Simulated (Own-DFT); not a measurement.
Hf$_{32}$O$_{63}$ (monoclinic hafnia with one vacancy, atoms displaced) (calculated)

A calculation, not a measurement: plane-wave density functional theory by an unreviewed code, no spin, of a simulated periodic cell, stress positive in tension, run twice, with PBE and with PBEsol, both on files made for PBE, so the change isn't that of files made for PBEsol, defect cell not probed for a lower state with spin; hafnium file: forces about 75 meV/angstrom off all-electron values; oxygen file: force components 24 meV/angstrom off all-electron in one glass; forces on such cells passed a denser k mesh, this cell's mesh not checked; the far tail of each file's local potential was reset to the Coulomb form; each entry is a single point on an unrelaxed cell, so the pressure reflects the starting lattice, mostly measured values (interpolated for alloys), from which strain is counted, and rises with the displacements; printed positions are rounded, which can move forces by about a meV/angstrom; the program, named Own-DFT, is a retired in-house code; no spin-orbit coupling; stress was not checked against mesh or cutoff. Program: Own-DFT development build.

Settings shared by all entries: functional PBE, then PBEsol; potential files PseudoDojo norm-conserving, scalar-relativistic, standard set; wave cutoff 72 hartree; occupations Fermi-Dirac; smearing width 0.1 eV; k mesh 2 x 2 x 2 centred on Gamma.

(1) Hf$_{32}$O$_{63}$ (monoclinic hafnia with one vacancy, atoms displaced)

```cif
# cell vector a (Å): 10.2340 0.0000 0.0000
# cell vector b (Å): 0.0000 10.3500 0.0000
# cell vector c (Å): -1.6955 0.0000 10.4453
data_Hf32O63
_symmetry_space_group_name_H-M 'P 1'
_symmetry_Int_Tables_number 1
_cell_length_a 10.2340
_cell_length_b 10.3500
_cell_length_c 10.5820
_cell_angle_alpha 90.000
_cell_angle_beta 99.220
_cell_angle_gamma 90.000
_cell_volume 1106.39
loop_
_atom_site_label
_atom_site_type_symbol
_atom_site_fract_x
_atom_site_fract_y
_atom_site_fract_z
_atom_site_occupancy
Hf1 Hf 0.14615 0.01464 0.10562 1
Hf2 Hf 0.36227 0.26329 0.14631 1
Hf3 Hf 0.36261 0.48253 0.39713 1
Hf4 Hf 0.13642 0.23077 0.35216 1
O1 O 0.03438 0.15679 0.17963 1
O2 O 0.46535 0.33846 0.32198 1
O3 O 0.03387 0.08917 0.41412 1
O4 O 0.22188 0.38021 0.23922 1
O5 O 0.26908 0.12402 0.00379 1
O6 O 0.27466 0.12191 0.26274 1
O7 O 0.21659 0.37074 0.48869 1
Hf5 Hf 0.14785 0.01572 0.60408 1
Hf6 Hf 0.36463 0.27046 0.64989 1
Hf7 Hf 0.36174 0.47195 0.90179 1
Hf8 Hf 0.14342 0.23786 0.85093 1
O8 O 0.03527 0.16046 0.67322 1
O9 O 0.46496 0.41970 0.57565 1
O10 O 0.46507 0.32790 0.82320 1
O11 O 0.03132 0.08192 0.92617 1
O12 O 0.22918 0.38140 0.73919 1
O13 O 0.27748 0.12492 0.50477 1
O14 O 0.28039 0.12226 0.75814 1
O15 O 0.22010 0.37066 0.98492 1
Hf9 Hf 0.13374 0.51959 0.10858 1
Hf10 Hf 0.35873 0.76513 0.13771 1
Hf11 Hf 0.35529 0.98393 0.39576 1
Hf12 Hf 0.13707 0.73228 0.34894 1
O16 O 0.03572 0.67237 0.16982 1
O17 O 0.46723 0.91491 0.08514 1
O18 O 0.46029 0.83498 0.32960 1
O19 O 0.03428 0.58568 0.41777 1
O20 O 0.22960 0.86900 0.24556 1
O21 O 0.27035 0.62013 0.01682 1
O22 O 0.28721 0.61869 0.25715 1
O23 O 0.23083 0.87084 0.49380 1
Hf13 Hf 0.13964 0.51998 0.61101 1
Hf14 Hf 0.37097 0.77969 0.65124 1
Hf15 Hf 0.36743 0.97519 0.89137 1
Hf16 Hf 0.13752 0.73178 0.86296 1
O24 O 0.03979 0.66821 0.67451 1
O25 O 0.46054 0.91853 0.57169 1
O26 O 0.45600 0.82998 0.82728 1
O27 O 0.03318 0.58245 0.91930 1
O28 O 0.22623 0.87528 0.73327 1
O29 O 0.27047 0.62871 0.50816 1
O30 O 0.27960 0.62105 0.76655 1
O31 O 0.21922 0.87092 0.98842 1
Hf17 Hf 0.63883 0.01292 0.10346 1
Hf18 Hf 0.86514 0.27230 0.13867 1
Hf19 Hf 0.85726 0.48258 0.40210 1
Hf20 Hf 0.63575 0.22320 0.34598 1
O32 O 0.54382 0.17641 0.17040 1
O33 O 0.95412 0.42377 0.08010 1
O34 O 0.97259 0.33584 0.32846 1
O35 O 0.53033 0.08606 0.42281 1
O36 O 0.72969 0.37138 0.24291 1
O37 O 0.76033 0.13127 0.00596 1
O38 O 0.76950 0.12124 0.25111 1
O39 O 0.73079 0.36932 0.48293 1
Hf21 Hf 0.63971 0.02009 0.60715 1
Hf22 Hf 0.85615 0.27172 0.64164 1
Hf23 Hf 0.86279 0.48097 0.89535 1
Hf24 Hf 0.64040 0.23176 0.85465 1
O40 O 0.53889 0.16316 0.67157 1
O41 O 0.96494 0.42262 0.57736 1
O42 O 0.95885 0.33260 0.82247 1
O43 O 0.53720 0.08756 0.91616 1
O44 O 0.72329 0.38186 0.74167 1
O45 O 0.77367 0.12669 0.50573 1
O46 O 0.76902 0.11592 0.76269 1
O47 O 0.72921 0.37101 0.98748 1
Hf25 Hf 0.64132 0.52129 0.09551 1
Hf26 Hf 0.85544 0.77095 0.14137 1
Hf27 Hf 0.86414 0.97503 0.39263 1
Hf28 Hf 0.63702 0.73408 0.35145 1
O48 O 0.54662 0.66646 0.17117 1
O49 O 0.95820 0.90918 0.07982 1
O50 O 0.96291 0.83841 0.32761 1
O51 O 0.54361 0.58458 0.42540 1
O52 O 0.71933 0.88093 0.23726 1
O53 O 0.76767 0.62352 0.01139 1
O54 O 0.76826 0.62059 0.26604 1
O55 O 0.72724 0.87069 0.50218 1
Hf29 Hf 0.63710 0.51690 0.60183 1
Hf30 Hf 0.86034 0.76612 0.64795 1
Hf31 Hf 0.86099 0.98319 0.89030 1
Hf32 Hf 0.62887 0.72713 0.85646 1
O56 O 0.53607 0.67026 0.67574 1
O57 O 0.96360 0.92332 0.57186 1
O58 O 0.95852 0.83412 0.83104 1
O59 O 0.52877 0.58279 0.91239 1
O60 O 0.72613 0.87801 0.74017 1
O61 O 0.77766 0.63139 0.51126 1
O62 O 0.76744 0.62471 0.75558 1
O63 O 0.71939 0.87510 0.99278 1
```

It finds PBE pressure 4.76 GPa; PBE stress xx -4.79 GPa; PBE stress yy -4.99 GPa; PBE stress zz -4.52 GPa; PBE stress yz 0.05 GPa; PBE stress xz -0.15 GPa; PBE stress xy -0.32 GPa; PBEsol pressure -1.63 GPa; PBEsol stress xx 1.61 GPa; PBEsol stress yy 1.38 GPa; PBEsol stress zz 1.88 GPa; PBEsol stress yz 0.07 GPa; PBEsol stress xz 0.17 GPa; PBEsol stress xy -0.36 GPa; rms change of force components from PBE to PBEsol 0.051 eV/Å.

Force:
| force element | PBE force x (eV/Å) | PBE force y (eV/Å) | PBE force z (eV/Å) | PBEsol force x (eV/Å) | PBEsol force y (eV/Å) | PBEsol force z (eV/Å) |
| --- | --- | --- | --- | --- | --- | --- |
| Hf | -2.635 | 0.953 | -0.012 | -2.568 | 0.988 | -0.044 |
| Hf | 0.491 | 1.137 | 0.31 | 0.405 | 1.015 | 0.439 |
| Hf | -0.364 | 0 | -0.099 | -0.364 | -0.032 | -0.082 |
| Hf | -0.523 | 0.298 | 0.756 | -0.534 | 0.237 | 0.713 |
| O | 0.043 | 0.108 | -1.693 | 0.063 | 0.136 | -1.603 |
| O | -0.163 | -0.225 | -0.404 | -0.181 | -0.268 | -0.444 |
| O | -0.405 | -1.297 | 1.081 | -0.382 | -1.274 | 1.076 |
| O | 0.365 | -0.157 | -0.657 | 0.408 | -0.153 | -0.645 |
| O | 0.806 | 0.402 | 0.75 | 0.717 | 0.392 | 0.743 |
| O | 0.613 | -0.32 | -1.536 | 0.543 | -0.304 | -1.508 |
| O | 1.148 | 0.156 | 0.671 | 1.174 | 0.165 | 0.65 |
| Hf | -2.241 | 0.999 | -1.079 | -2.172 | 1.005 | -1.075 |
| Hf | 0.308 | -0.491 | -1.878 | 0.296 | -0.446 | -1.782 |
| Hf | 0.389 | 0.9 | -1.128 | 0.301 | 0.905 | -1.276 |
| Hf | -2.033 | -2.491 | -0.828 | -1.969 | -2.471 | -0.836 |
| O | -0.177 | 0.845 | 0.129 | -0.157 | 0.847 | 0.169 |
| O | -0.273 | -0.588 | 0.369 | -0.258 | -0.547 | 0.313 |
| O | -0.532 | 1.027 | 0.926 | -0.545 | 0.99 | 0.84 |
| O | 0.651 | 0.704 | -0.034 | 0.632 | 0.643 | 0.01 |
| O | -0.45 | -0.799 | 0.605 | -0.382 | -0.792 | 0.612 |
| O | -0.143 | 0.856 | 1.222 | -0.193 | 0.796 | 1.184 |
| O | -0.009 | -0.337 | 0.303 | -0.055 | -0.316 | 0.293 |
| O | 0.187 | -0.061 | 1.075 | 0.259 | -0.058 | 1.018 |
| Hf | 0.22 | -0.059 | 0.468 | 0.236 | 0.008 | 0.437 |
| Hf | 1.105 | -0.265 | 2.592 | 1.045 | -0.218 | 2.578 |
| Hf | 1.428 | -1.047 | 0.051 | 1.379 | -1.059 | 0.092 |
| Hf | -0.239 | -1.095 | 1.875 | -0.23 | -1.108 | 1.802 |
| O | 0.127 | -0.525 | -0.307 | 0.139 | -0.513 | -0.243 |
| O | -0.995 | 0.13 | -1.382 | -0.965 | 0.12 | -1.4 |
| O | 0.949 | -0.728 | -0.627 | 0.926 | -0.727 | -0.664 |
| O | -0.134 | 0.11 | 0.223 | -0.123 | 0.096 | 0.266 |
| O | -0.491 | 1.337 | -1.771 | -0.425 | 1.292 | -1.728 |
| O | 0.479 | 0.763 | -0.758 | 0.4 | 0.759 | -0.734 |
| O | -0.96 | 0.31 | 0.094 | -0.999 | 0.317 | 0.085 |
| O | -1.025 | -0.085 | -0.77 | -0.933 | -0.05 | -0.74 |
| Hf | 0.412 | 1.27 | -1.843 | 0.407 | 1.281 | -1.83 |
| Hf | -1.606 | -2.71 | -3.063 | -1.568 | -2.582 | -2.962 |
| Hf | -0.75 | 2.669 | 0.92 | -0.729 | 2.58 | 0.905 |
| Hf | -0.433 | -1.226 | -2.447 | -0.425 | -1.256 | -2.414 |
| O | -0.57 | 0.464 | 0.39 | -0.554 | 0.452 | 0.432 |
| O | 1.13 | 0.454 | 1.227 | 1.078 | 0.453 | 1.162 |
| O | 1.479 | -0.072 | 1.28 | 1.434 | -0.08 | 1.181 |
| O | 0.017 | -0.041 | 0.483 | 0.021 | -0.048 | 0.527 |
| O | -0.565 | 0.651 | 1.565 | -0.468 | 0.647 | 1.516 |
| O | 0.649 | 0.167 | 0.402 | 0.569 | 0.143 | 0.378 |
| O | -0.425 | 0.043 | 0.527 | -0.477 | 0.023 | 0.536 |
| O | 0.952 | -0.127 | 0.307 | 0.976 | -0.131 | 0.306 |
| Hf | 0.387 | 2.181 | -0.069 | 0.421 | 2.153 | -0.087 |
| Hf | -0.91 | -1.585 | 2.379 | -0.911 | -1.494 | 2.362 |
| Hf | 1.956 | -0.123 | -1.96 | 1.9 | -0.155 | -1.882 |
| Hf | 0.787 | 0.726 | 1.395 | 0.782 | 0.661 | 1.323 |
| O | -1.952 | -0.524 | -1.608 | -1.925 | -0.493 | -1.484 |
| O | 1.533 | 0.717 | -0.393 | 1.485 | 0.701 | -0.446 |
| O | -1.181 | 0.603 | -0.614 | -1.142 | 0.557 | -0.645 |
| O | 0.127 | -0.084 | -0.234 | 0.13 | -0.098 | -0.187 |
| O | -0.075 | 1.24 | -1.42 | -0.007 | 1.195 | -1.385 |
| O | 1.733 | 0.063 | 0.459 | 1.618 | 0.07 | 0.438 |
| O | 0.765 | -0.907 | 0.693 | 0.662 | -0.878 | 0.669 |
| O | -1.431 | -0.254 | 1.497 | -1.32 | -0.229 | 1.474 |
| Hf | 0.262 | -0.44 | -1.278 | 0.275 | -0.386 | -1.262 |
| Hf | 1.552 | -0.729 | -0.242 | 1.519 | -0.655 | -0.212 |
| Hf | -0.201 | -0.038 | -1.102 | -0.2 | -0.097 | -1.046 |
| Hf | 0.024 | -0.442 | -0.077 | 0.036 | -0.507 | -0.088 |
| O | -1.043 | 1.087 | -0.011 | -1.012 | 1.07 | 0.044 |
| O | -0.546 | -0.901 | 0.938 | -0.546 | -0.863 | 0.858 |
| O | 0.726 | -0.011 | 0.667 | 0.697 | -0.011 | 0.599 |
| O | -2.053 | -1.873 | 0.275 | -1.996 | -1.84 | 0.299 |
| O | 0.037 | -0.365 | -0.676 | 0.101 | -0.366 | -0.66 |
| O | -0.134 | 0.393 | 0.661 | -0.197 | 0.384 | 0.658 |
| O | 0.832 | 1.142 | -0.745 | 0.741 | 1.107 | -0.718 |
| O | -0.635 | 0.325 | -0.179 | -0.545 | 0.329 | -0.175 |
| Hf | -1.177 | -1.675 | 2.347 | -0.969 | -1.466 | 2.277 |
| Hf | 0.215 | -0.071 | 1.117 | 0.213 | 0.012 | 1.106 |
| Hf | -0.265 | 2.17 | 1.132 | -0.235 | 2.074 | 1.148 |
| Hf | -0.679 | 0.061 | 1.169 | -0.653 | -0.004 | 1.109 |
| O | -1.845 | 0.443 | -1.129 | -1.771 | 0.445 | -1.053 |
| O | 1.232 | 1.1 | -0.361 | 1.175 | 1.057 | -0.387 |
| O | 0.834 | -1.446 | -0.871 | 0.799 | -1.415 | -0.895 |
| O | -1.001 | -0.334 | -0.399 | -0.968 | -0.345 | -0.338 |
| O | 0.405 | -0.774 | 0.726 | 0.452 | -0.765 | 0.686 |
| O | 1.109 | 1.298 | -0.798 | 1 | 1.245 | -0.76 |
| O | 1.183 | -0.045 | -0.732 | 1.083 | -0.036 | -0.713 |
| O | -0.194 | -0.321 | -1.759 | -0.122 | -0.31 | -1.703 |
| Hf | 0.136 | 1.335 | 0.079 | 0.133 | 1.362 | 0.051 |
| Hf | 0.628 | 1.129 | -0.408 | 0.573 | 1.143 | -0.378 |
| Hf | -0.172 | -0.417 | 1.433 | -0.168 | -0.455 | 1.413 |
| Hf | 2.074 | 0.39 | -0.843 | 2.023 | 0.308 | -0.871 |
| O | 0.091 | -0.398 | -0.377 | 0.091 | -0.361 | -0.288 |
| O | 0.466 | -0.846 | 0.85 | 0.451 | -0.803 | 0.757 |
| O | 1.302 | -0.855 | -0.093 | 1.26 | -0.838 | -0.134 |
| O | -0.301 | -0.88 | 1.358 | -0.291 | -0.86 | 1.376 |
| O | -0.855 | 0.017 | 0.408 | -0.761 | 0.026 | 0.381 |
| O | 0.014 | -0.423 | 0.196 | -0.039 | -0.429 | 0.192 |
| O | 0.545 | -0.637 | 1.146 | 0.47 | -0.612 | 1.104 |
| O | -0.11 | -1.027 | -0.83 | -0.061 | -0.986 | -0.776 |

(2) Hf$_{32}$O$_{63}$ (monoclinic hafnia with one vacancy, atoms displaced)

```cif
# cell vector a (Å): 10.2340 0.0000 0.0000
# cell vector b (Å): 0.0000 10.3500 0.0000
# cell vector c (Å): -1.6955 0.0000 10.4453
data_Hf32O63
_symmetry_space_group_name_H-M 'P 1'
_symmetry_Int_Tables_number 1
_cell_length_a 10.2340
_cell_length_b 10.3500
_cell_length_c 10.5820
_cell_angle_alpha 90.000
_cell_angle_beta 99.220
_cell_angle_gamma 90.000
_cell_volume 1106.39
loop_
_atom_site_label
_atom_site_type_symbol
_atom_site_fract_x
_atom_site_fract_y
_atom_site_fract_z
_atom_site_occupancy
Hf1 Hf 0.13871 0.01770 0.10883 1
Hf2 Hf 0.36654 0.26908 0.14533 1
Hf3 Hf 0.36125 0.48346 0.41219 1
Hf4 Hf 0.14993 0.22683 0.34707 1
O1 O 0.03699 0.16945 0.16984 1
O2 O 0.46397 0.32431 0.32615 1
O3 O 0.03992 0.08484 0.42576 1
O4 O 0.22245 0.38250 0.24288 1
O5 O 0.28078 0.13894 0.01017 1
O6 O 0.27400 0.12278 0.25840 1
O7 O 0.22346 0.37255 0.48014 1
Hf5 Hf 0.14195 0.02118 0.61256 1
Hf6 Hf 0.35843 0.27038 0.64429 1
Hf7 Hf 0.36187 0.48357 0.88726 1
Hf8 Hf 0.14448 0.23043 0.85907 1
O8 O 0.03213 0.16101 0.67385 1
O9 O 0.46013 0.41718 0.57610 1
O10 O 0.46662 0.33283 0.82193 1
O11 O 0.03330 0.08285 0.92433 1
O12 O 0.23408 0.38359 0.73970 1
O13 O 0.27566 0.12412 0.50788 1
O14 O 0.27284 0.12700 0.76856 1
O15 O 0.22015 0.37224 0.98448 1
Hf9 Hf 0.13439 0.51808 0.09973 1
Hf10 Hf 0.36865 0.76226 0.15244 1
Hf11 Hf 0.36482 0.98139 0.39249 1
Hf12 Hf 0.13900 0.72547 0.36039 1
O16 O 0.03911 0.65843 0.17360 1
O17 O 0.46158 0.91446 0.07290 1
O18 O 0.47303 0.83723 0.32034 1
O19 O 0.03490 0.58129 0.42237 1
O20 O 0.22514 0.87808 0.23482 1
O21 O 0.27394 0.62343 0.01686 1
O22 O 0.28167 0.62214 0.26366 1
O23 O 0.22042 0.86824 0.49200 1
Hf13 Hf 0.13957 0.52241 0.59719 1
Hf14 Hf 0.35730 0.76429 0.64861 1
Hf15 Hf 0.36118 0.99014 0.88489 1
Hf16 Hf 0.14008 0.73108 0.86017 1
O24 O 0.03764 0.66860 0.67382 1
O25 O 0.45943 0.91571 0.57314 1
O26 O 0.46064 0.83373 0.82981 1
O27 O 0.03196 0.58082 0.92259 1
O28 O 0.22354 0.87598 0.73186 1
O29 O 0.26961 0.62657 0.51228 1
O30 O 0.28425 0.61597 0.76306 1
O31 O 0.22209 0.87203 0.99613 1
Hf17 Hf 0.63027 0.01410 0.10549 1
Hf18 Hf 0.87478 0.27018 0.15176 1
Hf19 Hf 0.86180 0.48243 0.39688 1
Hf20 Hf 0.63251 0.23265 0.35900 1
O32 O 0.53468 0.16729 0.17545 1
O33 O 0.96094 0.41284 0.07063 1
O34 O 0.96937 0.33024 0.33253 1
O35 O 0.53950 0.08730 0.42749 1
O36 O 0.72193 0.37795 0.23432 1
O37 O 0.78344 0.13140 0.01313 1
O38 O 0.77979 0.11549 0.26578 1
O39 O 0.72539 0.36806 0.48556 1
Hf21 Hf 0.63498 0.02031 0.60151 1
Hf22 Hf 0.85783 0.26397 0.65502 1
Hf23 Hf 0.86187 0.47443 0.90241 1
Hf24 Hf 0.64022 0.22657 0.85275 1
O40 O 0.54656 0.16083 0.67279 1
O41 O 0.96287 0.41986 0.57143 1
O42 O 0.97196 0.33574 0.82528 1
O43 O 0.53597 0.08388 0.92273 1
O44 O 0.72469 0.37433 0.73368 1
O45 O 0.77395 0.12960 0.51294 1
O46 O 0.77481 0.12214 0.75806 1
O47 O 0.73216 0.37964 0.98925 1
Hf25 Hf 0.62699 0.51537 0.10472 1
Hf26 Hf 0.86700 0.77080 0.14587 1
Hf27 Hf 0.86632 0.97484 0.39905 1
Hf28 Hf 0.63356 0.73407 0.35353 1
O48 O 0.53026 0.66814 0.17513 1
O49 O 0.96185 0.91700 0.07815 1
O50 O 0.96268 0.83119 0.32374 1
O51 O 0.52896 0.59385 0.42057 1
O52 O 0.73154 0.88425 0.24428 1
O53 O 0.77576 0.63540 0.01664 1
O54 O 0.77220 0.61263 0.25515 1
O55 O 0.73248 0.87214 0.49556 1
Hf29 Hf 0.63269 0.52306 0.60239 1
Hf30 Hf 0.86630 0.77062 0.64730 1
Hf31 Hf 0.86013 0.98395 0.89346 1
Hf32 Hf 0.63645 0.72549 0.85985 1
O56 O 0.54517 0.67165 0.67564 1
O57 O 0.96474 0.92173 0.58098 1
O58 O 0.96087 0.83586 0.82766 1
O59 O 0.54152 0.58611 0.91954 1
O60 O 0.72003 0.88461 0.74763 1
O61 O 0.77647 0.62824 0.51955 1
O62 O 0.78474 0.61953 0.76290 1
O63 O 0.72850 0.87149 0.98646 1
```

It finds PBE pressure 5.55 GPa; PBE stress xx -5.45 GPa; PBE stress yy -5.4 GPa; PBE stress zz -5.79 GPa; PBE stress yz 0.42 GPa; PBE stress xz -0.47 GPa; PBE stress xy 0.14 GPa; PBEsol pressure -0.84 GPa; PBEsol stress xx 0.96 GPa; PBEsol stress yy 0.95 GPa; PBEsol stress zz 0.63 GPa; PBEsol stress yz 0.44 GPa; PBEsol stress xz -0.1 GPa; PBEsol stress xy 0.09 GPa; rms change of force components from PBE to PBEsol 0.053 eV/Å.

Force:
| force element | PBE force x (eV/Å) | PBE force y (eV/Å) | PBE force z (eV/Å) | PBEsol force x (eV/Å) | PBEsol force y (eV/Å) | PBEsol force z (eV/Å) |
| --- | --- | --- | --- | --- | --- | --- |
| Hf | -0.502 | -0.374 | -1.605 | -0.488 | -0.347 | -1.587 |
| Hf | 0.042 | 1.691 | -0.228 | -0.042 | 1.515 | -0.103 |
| Hf | 0.458 | -0.386 | -4.893 | 0.414 | -0.4 | -4.745 |
| Hf | -3.075 | 0.653 | 1.49 | -2.996 | 0.608 | 1.434 |
| O | 1.295 | -0.803 | 0.226 | 1.265 | -0.767 | 0.276 |
| O | -1.67 | 1.911 | 0.692 | -1.614 | 1.798 | 0.617 |
| O | 0.208 | -0.272 | -0.286 | 0.211 | -0.29 | -0.229 |
| O | 0.618 | -0.305 | -0.722 | 0.645 | -0.331 | -0.696 |
| O | -0.28 | -1.462 | -0.035 | -0.324 | -1.409 | -0.041 |
| O | 1.183 | -0.921 | -0.252 | 1.087 | -0.875 | -0.247 |
| O | -0.288 | -0.527 | 1.906 | -0.21 | -0.496 | 1.857 |
| Hf | -1.847 | 0.291 | -2.58 | -1.82 | 0.314 | -2.554 |
| Hf | 0.844 | -0.351 | 0.204 | 0.809 | -0.26 | 0.237 |
| Hf | 0.456 | -1.72 | 2.244 | 0.373 | -1.68 | 2.045 |
| Hf | -2.564 | 0.25 | -0.078 | -2.494 | 0.199 | -0.084 |
| O | 0.624 | 0.33 | 0.597 | 0.623 | 0.316 | 0.629 |
| O | 0.569 | -0.297 | 1.047 | 0.535 | -0.27 | 0.964 |
| O | 0.089 | 0.104 | 0.162 | 0.061 | 0.093 | 0.088 |
| O | 1.372 | 0.687 | 0.042 | 1.344 | 0.658 | 0.088 |
| O | -0.712 | -0.711 | -1.094 | -0.605 | -0.696 | -1.054 |
| O | 0.874 | 0.739 | 0.851 | 0.799 | 0.718 | 0.82 |
| O | 1.02 | 0.034 | -1.963 | 0.942 | 0.031 | -1.897 |
| O | 1.103 | 0.489 | 0.458 | 1.119 | 0.465 | 0.419 |
| Hf | 0.62 | -0.286 | 0.896 | 0.603 | -0.216 | 0.844 |
| Hf | -2.78 | 1.488 | -1.867 | -2.727 | 1.493 | -1.783 |
| Hf | -0.408 | -0.685 | 0.779 | -0.402 | -0.699 | 0.809 |
| Hf | -0.287 | 1.031 | -2.05 | -0.274 | 0.955 | -2.016 |
| O | -0.619 | 0.896 | 0.454 | -0.593 | 0.884 | 0.477 |
| O | 0.082 | 0.192 | 0.181 | 0.1 | 0.219 | 0.15 |
| O | -1.115 | 1.373 | 0.873 | -1.091 | 1.287 | 0.804 |
| O | 0.438 | 0.726 | -0.197 | 0.453 | 0.696 | -0.131 |
| O | 0.126 | -0.034 | 1.542 | 0.182 | -0.018 | 1.492 |
| O | 0.559 | 0.505 | -1.155 | 0.471 | 0.493 | -1.136 |
| O | -0.396 | 0.176 | 0.939 | -0.44 | 0.202 | 0.923 |
| O | 0.542 | -0.33 | -0.569 | 0.585 | -0.338 | -0.544 |
| Hf | -3.264 | -1.613 | 1.821 | -3.195 | -1.527 | 1.733 |
| Hf | 1.603 | 1.74 | -0.014 | 1.538 | 1.758 | 0.015 |
| Hf | 0.577 | -2.65 | 2.948 | 0.581 | -2.626 | 2.912 |
| Hf | -1.39 | -0.091 | 0.06 | -1.37 | -0.127 | 0.037 |
| O | 1.175 | -0.33 | -0.047 | 1.146 | -0.303 | -0.004 |
| O | -0.139 | -0.441 | 0.03 | -0.143 | -0.402 | -0.03 |
| O | -0.228 | -0.036 | -0.43 | -0.235 | -0.041 | -0.473 |
| O | 1.048 | 1.131 | -0.086 | 1.035 | 1.084 | -0.017 |
| O | -0.033 | 0.065 | 1.452 | 0.03 | 0.071 | 1.396 |
| O | 1.242 | 0.37 | 0.021 | 1.147 | 0.335 | 0.011 |
| O | -0.776 | 1.886 | -0.937 | -0.792 | 1.835 | -0.907 |
| O | 0.267 | -0.004 | -1.518 | 0.293 | -0.003 | -1.479 |
| Hf | 1.909 | 0.763 | 0.252 | 1.856 | 0.768 | 0.217 |
| Hf | -2.965 | -0.268 | 0.306 | -2.872 | -0.219 | 0.316 |
| Hf | -0.524 | -1.767 | -0.361 | -0.504 | -1.786 | -0.311 |
| Hf | 3.384 | -0.592 | -0.828 | 3.299 | -0.624 | -0.815 |
| O | -0.017 | -0.461 | -0.709 | -0.046 | -0.423 | -0.647 |
| O | 1.643 | 0.25 | 1.222 | 1.594 | 0.262 | 1.137 |
| O | -0.069 | 0.467 | -0.562 | -0.076 | 0.447 | -0.62 |
| O | -1.869 | -1.174 | -0.8 | -1.82 | -1.158 | -0.736 |
| O | -0.255 | -0.236 | 0.225 | -0.2 | -0.205 | 0.21 |
| O | -0.958 | -0.007 | -0.471 | -0.974 | -0.017 | -0.478 |
| O | -0.553 | 0.749 | -0.302 | -0.595 | 0.717 | -0.281 |
| O | -0.63 | 0.986 | 0.49 | -0.559 | 0.956 | 0.466 |
| Hf | 1.79 | -1.589 | 0.611 | 1.759 | -1.482 | 0.58 |
| Hf | 1.615 | 0.984 | -2.248 | 1.544 | 0.977 | -2.164 |
| Hf | 0.192 | 1.283 | -2.52 | 0.202 | 1.201 | -2.434 |
| Hf | 0.418 | 0.838 | 1.014 | 0.417 | 0.766 | 0.936 |
| O | -2.952 | 1.986 | 0.34 | -2.847 | 1.94 | 0.386 |
| O | 0.614 | -0.301 | 1.092 | 0.604 | -0.244 | 0.988 |
| O | -0.406 | -0.019 | 0.216 | -0.417 | -0.046 | 0.183 |
| O | -0.164 | 0.054 | -0.311 | -0.169 | 0.032 | -0.272 |
| O | -0.903 | 0.603 | 0.647 | -0.819 | 0.56 | 0.632 |
| O | 0.024 | -0.215 | 0.279 | -0.054 | -0.212 | 0.292 |
| O | 0.342 | -0.021 | 0.752 | 0.275 | 0.004 | 0.729 |
| O | -2.257 | -1.267 | -0.036 | -2.127 | -1.205 | -0.031 |
| Hf | 2.135 | -0.198 | 0.195 | 2.31 | -0.047 | 0.21 |
| Hf | -0.725 | -0.193 | -0.282 | -0.711 | -0.131 | -0.253 |
| Hf | 0.119 | 2.045 | -0.241 | 0.103 | 1.954 | -0.222 |
| Hf | 2.894 | -0.448 | 0.535 | 2.794 | -0.47 | 0.49 |
| O | 1.977 | -1.586 | -0.304 | 1.93 | -1.53 | -0.239 |
| O | 1.083 | 0.432 | 0.271 | 1.051 | 0.431 | 0.226 |
| O | 1.284 | -0.702 | 0.892 | 1.24 | -0.7 | 0.819 |
| O | -0.109 | -0.863 | 1.042 | -0.097 | -0.853 | 1.07 |
| O | -1.076 | -1.347 | -0.683 | -0.99 | -1.312 | -0.664 |
| O | -0.352 | -0.975 | -0.571 | -0.415 | -0.951 | -0.552 |
| O | -0.55 | 1.246 | 0.938 | -0.601 | 1.207 | 0.906 |
| O | -0.919 | -0.749 | -0.752 | -0.823 | -0.723 | -0.741 |
| Hf | 2.63 | 0.071 | 0.854 | 2.583 | 0.137 | 0.815 |
| Hf | -1.067 | 0.31 | 0.914 | -1.037 | 0.341 | 0.918 |
| Hf | -0.435 | -0.71 | 0.681 | -0.442 | -0.744 | 0.691 |
| Hf | 2.721 | 2.397 | -0.669 | 2.672 | 2.309 | -0.678 |
| O | -1.427 | -0.189 | -0.736 | -1.387 | -0.196 | -0.66 |
| O | 0.719 | -0.413 | 0.385 | 0.697 | -0.393 | 0.325 |
| O | 1.432 | -0.704 | 0.311 | 1.391 | -0.704 | 0.253 |
| O | -2.351 | -2.357 | 0.87 | -2.294 | -2.31 | 0.893 |
| O | 0.245 | -0.272 | -1.135 | 0.309 | -0.254 | -1.098 |
| O | -0.315 | -0.249 | -1.282 | -0.364 | -0.254 | -1.233 |
| O | -1.033 | -0.049 | 0.253 | -1.069 | -0.038 | 0.246 |
| O | -0.948 | 0.326 | 0.905 | -0.863 | 0.319 | 0.876 |
